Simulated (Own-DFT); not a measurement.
## Calculated data, Si$_{12}$O$_{23}$ (quartz with two neutral oxygen vacancies, atoms displaced), Si$_{23}$GeO$_{48}$ (quartz with substituted atoms, atoms displaced)

A calculation, not a measurement: plane-wave PBE and HSE06 DFT by an unreviewed code, no spin, of a simulated cell at Gamma alone, so results move with cell size and shape, stress positive in tension, energies less offsets, not probed for a lower state with spin; oxygen file: force components 24 meV/angstrom off all-electron in a glass; k mesh not checked against a denser one; forces and stress are PBE's, HSE06 gives the energy alone, and its difference from PBE has offsets of its own; offsets are fitted by least squares, one for each functional and potential file, so energies compare only between cells with the same atoms and settings and are not formation energies; the far tail of each file's local potential was reset to the Coulomb form; each entry is a single point on an unrelaxed cell, so the pressure reflects the starting lattice, mostly measured values (interpolated for alloys), from which strain is counted, and rises with the displacements; printed positions are rounded, which can move forces by about a meV/angstrom; the program, named Own-DFT, is a retired in-house code; no spin-orbit coupling. Program: Own-DFT development build.

Common to all runs: first functional PBE; second functional HSE06; exact exchange share 0.25; screening 0.11 1/bohr; exchange divergence Gygi-Baldereschi; potential files PseudoDojo norm-conserving, scalar-relativistic, made for PBE, standard set; wave cutoff 48 hartree; occupations fixed; k mesh 1 x 1 x 1 centred on Gamma.

(1) Si$_{12}$O$_{23}$ (quartz with two neutral oxygen vacancies, atoms displaced)

```xyz
70
Lattice="9.8268 0.0000 0.0000 -4.9134 8.5103 0.0000 0.0000 0.0000 10.8104" Properties=species:S:1:pos:R:3 Si12O23
Si     2.2526     0.0045    10.6829
Si    -1.1143     2.0229     3.5739
Si     1.2865     2.2714     1.8713
O      1.4231     1.1626     0.6577
O      2.7831     2.4959     2.4681
O      3.2818     0.6115     4.1942
O     -1.1381     3.0915     4.8499
O      0.2727     1.7810     2.9629
O      0.8068     3.6561     1.0315
Si    -2.6253     8.3926     5.4268
Si    -1.1162     2.0772     9.0024
Si     1.3106     2.2789     7.2189
O      1.3700     1.1440     6.1358
O      2.7484     2.4183     7.7568
O      3.2314     0.5648     9.6783
O     -1.0859     3.1315    10.1075
O      0.2640     1.7678     8.4891
O      0.7440     3.6239     6.5547
Si    -0.1081     4.2858    10.7674
Si     6.1915     6.2240     3.5947
Si    -1.1111     6.4300     1.7887
O     -1.1268     5.3351     0.6753
O      0.3061     6.7221     2.3737
O      0.7573     4.9161     4.2517
O     -3.5185     7.3581     4.7347
O     -2.0831     5.9406     2.9636
O     -1.6044     7.9826     1.1418
Si    -0.1589     4.2849     5.4909
Si    -3.6202     6.4162     8.9586
Si    -1.1031     6.5206     7.1642
O     -1.0605     5.3593     5.9896
O      0.3908     6.7544     7.7768
O      0.8932     4.8745     9.6195
O     -3.4722     7.4489    10.2019
O     -2.1640     6.0614     8.3852
O     -1.6149     7.9147     6.5926
Si     2.3321     8.4843     0.0324
Si     3.7806     1.9763     3.6157
Si     6.1972     2.1893     1.8582
O      6.2290     1.2243     0.6911
O      7.6292     2.3865     2.5329
O      8.1559     0.6303     4.2422
O      3.8394     3.1519     4.7002
O      5.3176     1.8149     3.0048
O      5.7957     3.6483     1.1825
Si     2.3202     8.4504     5.4521
Si     3.7406     1.9694     8.9360
Si     6.1832     2.2343     7.2270
O      7.7066     2.6102     7.8896
O      8.0736     0.6381     9.6815
O      3.8241     3.1556    10.1293
O      5.1874     1.7453     8.4001
Si     4.7771     4.2694     0.0024
Si     1.3256     6.2342     3.6729
Si     3.8230     6.5825     1.8537
O      3.8080     5.3885     0.6178
O      5.1620     6.7234     2.3950
O      5.7125     4.8797     4.2670
O      1.3684     7.3675     4.7412
O      2.7510     6.0507     2.9793
O      3.1829     7.9860     1.2311
Si     4.7505     4.2465     5.3675
Si     1.2832     6.2852     9.0714
Si     3.7615     6.6175     7.2469
O      3.8873     5.3368     6.0145
O      5.2029     6.7229     7.8458
O      5.7000     4.8886     9.6452
O      1.3696     7.4358    10.1466
O      2.8336     6.0366     8.3350
O      3.2108     7.8677     6.5228
```

It finds PBE energy of cell above offsets -14.895 eV; HSE06 less PBE above offsets 0.219 eV; PBE pressure 9.12 GPa; PBE stress xx -12.08 GPa; PBE stress yy -6.63 GPa; PBE stress zz -8.65 GPa; PBE stress yz -1.22 GPa; PBE stress xz -1.81 GPa; PBE stress xy -1.93 GPa.

Force:
| element | x (eV/Å) | y (eV/Å) | z (eV/Å) |
| --- | --- | --- | --- |
| Si | 5.562 | 6.217 | 10.21 |
| Si | -3.282 | -0.191 | 4.559 |
| Si | 2.126 | 0.75 | -3.888 |
| O | -0.915 | 0.485 | 0.349 |
| O | -0.976 | 0.442 | -0.517 |
| O | -1.964 | -2.753 | 2.743 |
| O | 1.197 | 0.552 | -0.608 |
| O | 2.219 | -0.642 | -0.191 |
| O | 1.997 | -2.244 | 3.349 |
| Si | 2.169 | 6.029 | -0.025 |
| Si | -5.046 | -2.961 | 1.063 |
| Si | -3.335 | -0.654 | 1.103 |
| O | 0.564 | -3.293 | -2.512 |
| O | 2.26 | 0.83 | 1.225 |
| O | 3.032 | 3.176 | -4.751 |
| O | 0.787 | 3.478 | 3.175 |
| O | 6.079 | -0.529 | -3.643 |
| O | 1.822 | -0.558 | 2.28 |
| Si | -2.398 | -0.435 | -0.997 |
| Si | 2.559 | -0.355 | -2.323 |
| Si | -1.891 | 4.741 | -0.704 |
| O | 0.462 | -1.544 | -2.432 |
| O | 3.066 | -0.249 | 2.274 |
| O | -0.95 | -2.726 | 1.662 |
| O | -1.788 | -1.433 | -0.599 |
| O | -3.109 | 0.248 | 1.668 |
| O | -0.638 | -2.404 | -0.221 |
| Si | 1.027 | -4.308 | -5.837 |
| Si | 1.064 | -4.966 | 3.999 |
| Si | -0.092 | -1.41 | 1.628 |
| O | -3.694 | 5.351 | 3.276 |
| O | -0.731 | -0.273 | 0.193 |
| O | -1.088 | -1.071 | 0.597 |
| O | -6.945 | -7.992 | -4.507 |
| O | 1.633 | 0.479 | -1.526 |
| O | -0.446 | 0.342 | -0.656 |
| Si | -2.757 | 4.028 | 0.403 |
| Si | 1.675 | 0.69 | -1.37 |
| Si | 2.304 | 4.705 | -2.232 |
| O | 1.403 | -4.968 | -4.152 |
| O | 0.364 | 1.393 | -1.637 |
| O | 0.067 | -1.026 | 0.806 |
| O | -1.171 | -0.728 | -0.001 |
| O | -5.18 | -1.573 | 4.853 |
| O | -1.178 | 0.535 | -0.528 |
| Si | -3.144 | 5.965 | -3.022 |
| Si | -1.02 | 0.75 | 3.755 |
| Si | 1.698 | 0.427 | -3.341 |
| O | -1.997 | -0.018 | -1.511 |
| O | 1.755 | 1.586 | -1.824 |
| O | -0.672 | -1.578 | -1.232 |
| O | 1.385 | -0.786 | -0.225 |
| Si | 1.344 | -1.003 | 0.735 |
| Si | -0.98 | 1.104 | -4.417 |
| Si | -8.963 | -2.273 | -4.544 |
| O | -0.55 | 2.275 | 1.782 |
| O | 8.321 | 0.943 | 4.044 |
| O | 0.649 | -0.18 | -0.799 |
| O | -0.489 | 0.953 | 1.542 |
| O | 1.339 | -0.127 | -0.358 |
| O | 2.08 | -2.022 | 1.925 |
| Si | 2.637 | -2.854 | 2.071 |
| Si | 2.782 | 0.601 | -3.053 |
| Si | 0.192 | -4.183 | -2.576 |
| O | -2.087 | 4.175 | 2.911 |
| O | 0.156 | 2.087 | -1.75 |
| O | 1.085 | 2.677 | -1.343 |
| O | -1.008 | -0.8 | 0.315 |
| O | -3.357 | -0.366 | 2.782 |
| O | 2.983 | -0.541 | 2.564 |

(2) Si$_{23}$GeO$_{48}$ (quartz with substituted atoms, atoms displaced)

```xyz
72
Lattice="9.8268 0.0000 0.0000 -4.9134 8.5103 0.0000 0.0000 0.0000 10.8104" Properties=species:S:1:pos:R:3 Si23GeO48
Si     2.3643     0.0023    10.7585
Si    -1.1352     2.0766     3.5725
Si     1.3110     2.1810     1.8002
O      1.3216     1.1131     0.5454
O      2.7417     2.4831     2.4774
O      3.2777     0.6202     4.2801
O     -1.1442     3.0723     4.7313
O      0.2767     1.7194     2.9774
O      0.7975     3.6387     1.1506
Si     2.3181     0.0003     5.3913
Si    -1.1543     2.0046     8.9915
Si     1.3190     2.2078     7.1553
O      1.4230     1.1659     6.0481
O      2.7835     2.5180     7.8622
O      3.1856     0.5705     9.6482
O     -1.0841     3.1793    10.1861
O      0.2941     1.7228     8.3857
O      0.8074     3.6451     6.5526
Si    -0.1850     4.2501     0.0791
Si     6.1713     6.3025     3.7082
Si    -1.1506     6.4438     1.7662
O     -0.9973     5.3987     0.5977
O      0.3512     6.7177     2.4636
O      0.8314     4.9746     4.3447
O     -3.5549     7.3985     4.7960
O     -2.2004     6.0448     2.8689
O     -1.6576     7.7973     1.2918
Si    -0.2034     4.3118     5.4962
Ge     6.1471     6.2945     8.9922
Si    -1.2561     6.4329     7.0999
O     -1.0554     5.3771     5.9676
O      0.2032     6.7406     7.9202
O      0.7984     4.8927     9.6522
O     -3.5066     7.3310    10.2135
O     -2.2175     6.0164     8.3251
O     -1.6584     7.8787     6.5599
Si     7.2064     0.0026     0.0501
Si     3.7314     2.1091     3.5523
Si     6.1579     2.1499     1.7209
O      6.3430     1.1034     0.6790
O      7.6738     2.5687     2.4630
O      8.1452     0.6737     4.2809
O      3.8170     3.1043     4.8328
O      5.1654     1.7779     2.9949
O      5.6930     3.6200     1.2332
Si     7.2856     0.0220     5.3905
Si     3.7087     1.9448     9.0190
Si     6.3024     2.2255     7.2220
O      6.3315     1.1437     6.0188
O      7.6707     2.4011     7.7823
O      8.0431     0.6550     9.6051
O      3.8145     3.1072    10.1137
O      5.2064     1.7885     8.3949
O      5.7537     3.6809     6.5825
Si     4.7046     4.2872     0.0434
Si     1.3336     6.2490     3.5761
Si     3.6785     6.4860     1.8995
O      3.8088     5.5014     0.7027
O      5.1907     6.7439     2.4901
O      5.6837     4.8872     4.2537
O      1.4071     7.3096     4.7925
O      2.7116     6.0838     2.9189
O      3.3621     7.9564     1.1654
Si     4.8040     4.2222     5.4418
Si     1.2868     6.3016     8.9935
Si     3.6485     6.4539     7.1044
O      3.8457     5.3978     6.1137
O      5.2424     6.7112     7.7803
O      5.6601     4.8836     9.7130
O      1.3253     7.4357    10.2246
O      2.7867     6.0459     8.4317
O      3.3331     7.9287     6.5952
```

The calculation gives: PBE energy of cell above offsets -15.669 eV; HSE06 less PBE above offsets -0.274 eV; PBE pressure 11.62 GPa; PBE stress xx -9.88 GPa; PBE stress yy -12.44 GPa; PBE stress zz -12.54 GPa; PBE stress yz -3.4 GPa; PBE stress xz 1.95 GPa; PBE stress xy 3.17 GPa.

Force:
| element | x (eV/Å) | y (eV/Å) | z (eV/Å) |
| --- | --- | --- | --- |
| Si | -2.924 | -3.869 | 6.104 |
| Si | -2.005 | -3.092 | -0.67 |
| Si | -1.776 | 0.992 | -1.285 |
| O | 0.73 | 0.647 | 1.281 |
| O | -2.679 | 1.316 | -3.219 |
| O | 0.247 | 1.515 | -1.239 |
| O | 1.764 | 4.733 | 4.145 |
| O | 2.373 | -0.197 | -1.203 |
| O | 1.369 | -1.909 | 2.04 |
| Si | 1.339 | 0.878 | 0.325 |
| Si | -0.108 | 0.422 | 1.709 |
| Si | -0.327 | 3.051 | 3.826 |
| O | -0.354 | -2.069 | -2.122 |
| O | -1.802 | -0.274 | -1.293 |
| O | 3.176 | 1.51 | -3.444 |
| O | -1.594 | -2.669 | -2.001 |
| O | 1.317 | 0.216 | -1.201 |
| O | -0.158 | -0.528 | 0.63 |
| Si | 4.322 | -1.135 | -4.274 |
| Si | 1.477 | -1.598 | -4.843 |
| Si | 2.158 | -0.641 | 2.625 |
| O | -2.88 | 2.674 | 1.222 |
| O | -2.352 | 0.295 | -2.207 |
| O | -1.333 | -2.903 | 1.082 |
| O | -0.525 | 0.681 | 1.383 |
| O | -1.955 | -1.097 | 2.859 |
| O | -2.269 | 5.717 | -4.428 |
| Si | 5.722 | -7.707 | -6.327 |
| Ge | 0.363 | -2.082 | 1.732 |
| Si | 1.61 | 2.438 | 4.583 |
| O | -5.456 | 4.874 | 2.005 |
| O | -1.216 | 0.084 | -2.056 |
| O | -0.435 | -0.435 | 0.942 |
| O | 0.66 | 3.903 | 4.192 |
| O | 4.798 | -1.511 | -2.466 |
| O | -0.454 | 0.334 | -0.584 |
| Si | 3.69 | -2.293 | -1.638 |
| Si | 1.777 | -3.716 | 5.187 |
| Si | 1.299 | 5.482 | 6.34 |
| O | -1.911 | -0.867 | -1.784 |
| O | -2.322 | -0.623 | -2.028 |
| O | 1.641 | 0.729 | -2.224 |
| O | -0.265 | 0.336 | -0.376 |
| O | 1.884 | -0.334 | -1.615 |
| O | -1.443 | 0.494 | -1.522 |
| Si | -1.543 | -1.919 | 0.931 |
| Si | 2.135 | 1.296 | -0.91 |
| Si | -6.647 | -0.028 | -1.872 |
| O | -0.856 | 0.426 | 0.56 |
| O | 5.066 | 1.476 | 2.085 |
| O | 0.166 | -0.092 | 0.566 |
| O | -0.01 | 0.938 | 1.968 |
| O | 0.666 | -0.336 | -0.59 |
| O | 1.016 | -1.365 | 1.094 |
| Si | 0.391 | -0.538 | 0.314 |
| Si | -2.377 | 0.891 | 2.83 |
| Si | 6.191 | 5.128 | -4.432 |
| O | 0.302 | -3.261 | -2.31 |
| O | -0.682 | 0.058 | 0.55 |
| O | -0.276 | -0.7 | 0.736 |
| O | 1.119 | 1.843 | 0.899 |
| O | -1.478 | -2.727 | 3.799 |
| O | -0.981 | -0.373 | 0.08 |
| Si | -0.737 | 0.82 | -0.191 |
| Si | -0.402 | -0.872 | 2.101 |
| Si | 2.29 | 5.031 | 7.127 |
| O | 0.673 | -5.704 | -5.563 |
| O | -6.24 | 2.076 | -6.408 |
| O | -0.991 | -3.254 | 1.434 |
| O | -0.659 | -1.515 | -1.098 |
| O | -0.253 | 0.195 | -0.746 |
| O | -1.055 | 0.738 | -1.121 |

(3) Si$_{23}$GeO$_{48}$ (quartz with substituted atoms, atoms displaced)

```xyz
72
Lattice="9.8268 0.0000 0.0000 -4.9134 8.5103 0.0000 0.0000 0.0000 10.8104" Properties=species:S:1:pos:R:3 Si23GeO48
Si    -2.6582     8.5054    10.7896
Si    -1.0778     2.0648     3.6587
Si     1.2140     2.2200     1.7893
O      1.3154     1.0438     0.6626
O      2.7764     2.5141     2.4519
O      3.2955     0.6461     4.2166
O     -1.0289     3.0674     4.8174
O      0.3239     1.7651     2.9402
O      0.8244     3.6731     1.1615
Si     2.2987     0.0679     5.3920
Si    -1.0888     2.0144     9.0375
Si     1.2489     2.2789     7.1435
O      1.3399     1.1133     6.0561
O      2.6832     2.5090     7.8847
O      3.3020     0.5380     9.6634
O     -1.0111     3.1612    10.1349
O      0.3862     1.7204     8.3014
O      0.7638     3.7383     6.5369
Si    -0.1186     4.1511    10.7377
Si     6.2192     6.2453     3.6042
Si    -1.0720     6.4777     1.8580
O     -1.1217     5.4545     0.6405
O      0.3035     6.7374     2.4002
O      0.7280     4.9002     4.3683
O     -3.5571     7.3238     4.7695
O     -2.1649     6.0815     2.9087
O     -1.6736     7.9760     1.1077
Si    -0.1470     4.3131     5.4436
Si    -3.5578     6.2498     9.0992
Si    -1.2822     6.5278     7.2802
O     -1.0947     5.4349     6.0138
O      0.2917     6.7956     7.8677
O      0.7411     4.7334     9.6203
O     -3.5601     7.4314    10.1957
O     -2.0529     5.9374     8.3964
O     -1.6767     7.8568     6.5695
Si     7.1188     0.0927     0.0024
Si     3.7346     1.9702     3.6065
Si     6.2550     2.2690     1.6967
O      6.2586     1.1875     0.6208
O      7.7443     2.4743     2.4476
O      8.1109     0.7051     4.2912
O      3.8155     3.0393     4.7292
O      5.2242     1.7836     2.9958
O      5.6683     3.6180     1.1129
Si     7.2686     0.0124     5.4172
Si     3.7762     2.0021     9.0746
Si     6.2473     2.2309     7.2389
O      6.2722     1.1409     6.0686
O      7.5953     2.4699     7.9137
O      8.1393     0.6025     9.6338
O      3.8184     3.1252    10.2150
O      5.2166     1.8284     8.2634
O      5.7603     3.6283     6.5643
Si     4.7764     4.2457     0.0206
Si     1.2881     6.2664     3.5319
Si     3.7497     6.5077     1.8246
O      3.8477     5.4017     0.6839
O      5.1357     6.7147     2.4120
O      5.6833     4.9543     4.1551
O      1.3736     7.3651     4.6798
O      2.8227     5.9495     2.9672
O      3.2585     7.8895     1.1647
Ge     4.7726     4.2007     5.3814
Si     1.2738     6.2450     8.9745
Si     3.7540     6.5200     7.2096
O      3.8833     5.3973     6.0493
O      5.2341     6.8227     7.9174
O      5.7092     4.9396     9.6778
O      1.3577     7.3686    10.2423
O      2.7930     6.0510     8.3686
O      3.2513     7.9034     6.5161
```

Results for Si$_{23}$GeO$_{48}$ (quartz with substituted atoms, atoms displaced): PBE energy of cell above offsets -16.373 eV; HSE06 less PBE above offsets -0.196 eV; PBE pressure 10.9 GPa; PBE stress xx -9.36 GPa; PBE stress yy -10.7 GPa; PBE stress zz -12.63 GPa; PBE stress yz -0.26 GPa; PBE stress xz 1.59 GPa; PBE stress xy -2.89 GPa.

Force:
| element | x (eV/Å) | y (eV/Å) | z (eV/Å) |
| --- | --- | --- | --- |
| Si | 3.715 | 1.009 | 1.486 |
| Si | -2.121 | -2.69 | -1.817 |
| Si | 5.215 | 1.257 | -1.708 |
| O | -1.69 | 2.652 | 0.697 |
| O | -2.656 | -0.198 | -1.684 |
| O | -2.277 | -4.255 | 2.631 |
| O | 0.298 | 2.483 | 2.154 |
| O | -1.633 | -1.159 | 2.662 |
| O | -0.366 | -0.755 | -0.027 |
| Si | 1.164 | -3.565 | -0.996 |
| Si | -0.863 | -2.183 | -2.519 |
| Si | 2.576 | 2.363 | -0.375 |
| O | -0.82 | 0.85 | -0.619 |
| O | 1.315 | -0.146 | 0.592 |
| O | 0.314 | 1.682 | -1.028 |
| O | -4.786 | -5.192 | -2.103 |
| O | -4.262 | -0.49 | 3.153 |
| O | 2.426 | -2.985 | 3.383 |
| Si | 1.309 | 7.109 | 6.929 |
| Si | 0.112 | 3.476 | -3.186 |
| Si | -5.557 | 2.625 | -4.878 |
| O | 1.629 | -3.115 | -1.935 |
| O | 3.645 | 1.028 | 0.883 |
| O | 3.44 | 3.016 | -5.44 |
| O | 0.987 | 2.616 | 1.325 |
| O | -0.545 | -0.646 | 1.466 |
| O | 1.768 | -2.561 | 2.366 |
| Si | -3.834 | -0.832 | 0.064 |
| Si | -0.109 | 2.352 | -2.667 |
| Si | 6.292 | 0.12 | -5.282 |
| O | -1.505 | 1.369 | 1.714 |
| O | -1.462 | -0.057 | -0.908 |
| O | 3.227 | 3.886 | -3.689 |
| O | -1.918 | -3.051 | -1.878 |
| O | -5.162 | -1.774 | 5.433 |
| O | -1.461 | 2.615 | -1.239 |
| Si | 4.708 | -5.072 | -0.461 |
| Si | 2.061 | 1.761 | -3.646 |
| Si | -0.318 | 1.514 | 7.313 |
| O | -1.721 | 0.007 | -1.388 |
| O | -1.491 | 0.409 | -1.55 |
| O | 1.565 | 0.384 | -1.395 |
| O | -2.2 | -0.325 | 0.998 |
| O | 1.867 | 0.349 | -2.092 |
| O | 1.963 | -0.285 | 1.472 |
| Si | -3.791 | 0.087 | -1.664 |
| Si | -0.955 | -1.008 | -2.717 |
| Si | -0.493 | 1.204 | -4.435 |
| O | 0.441 | -1.173 | -0.674 |
| O | 4.947 | 0.611 | 2.326 |
| O | 0.31 | 1.099 | 0.175 |
| O | -0.249 | -0.42 | -0.352 |
| O | -4.616 | -1.46 | 4.805 |
| O | 2.387 | -0.857 | 2.368 |
| Si | -1.772 | 2.814 | -1.033 |
| Si | 2.338 | -2.194 | 2.485 |
| Si | -1.625 | 0.66 | -2.067 |
| O | 0.06 | -1.52 | -1.674 |
| O | 4.958 | 0.806 | 2.422 |
| O | -0.319 | -3.893 | 0.403 |
| O | 0.832 | 1.723 | 1.271 |
| O | -3.282 | -0.498 | 1.799 |
| O | -1.846 | 1.807 | -1.197 |
| Ge | 1.412 | 0.297 | -1.277 |
| Si | 0.703 | -0.627 | 2.345 |
| Si | 2.484 | 0.441 | -0.529 |
| O | -2.817 | 3.298 | 1.905 |
| O | 0.09 | -0.58 | -0.113 |
| O | -0.839 | -2.925 | 1.218 |
| O | -0.763 | -1.416 | -1.498 |
| O | -1.991 | -0.584 | 1.412 |
| O | 1.559 | -1.289 | 2.085 |
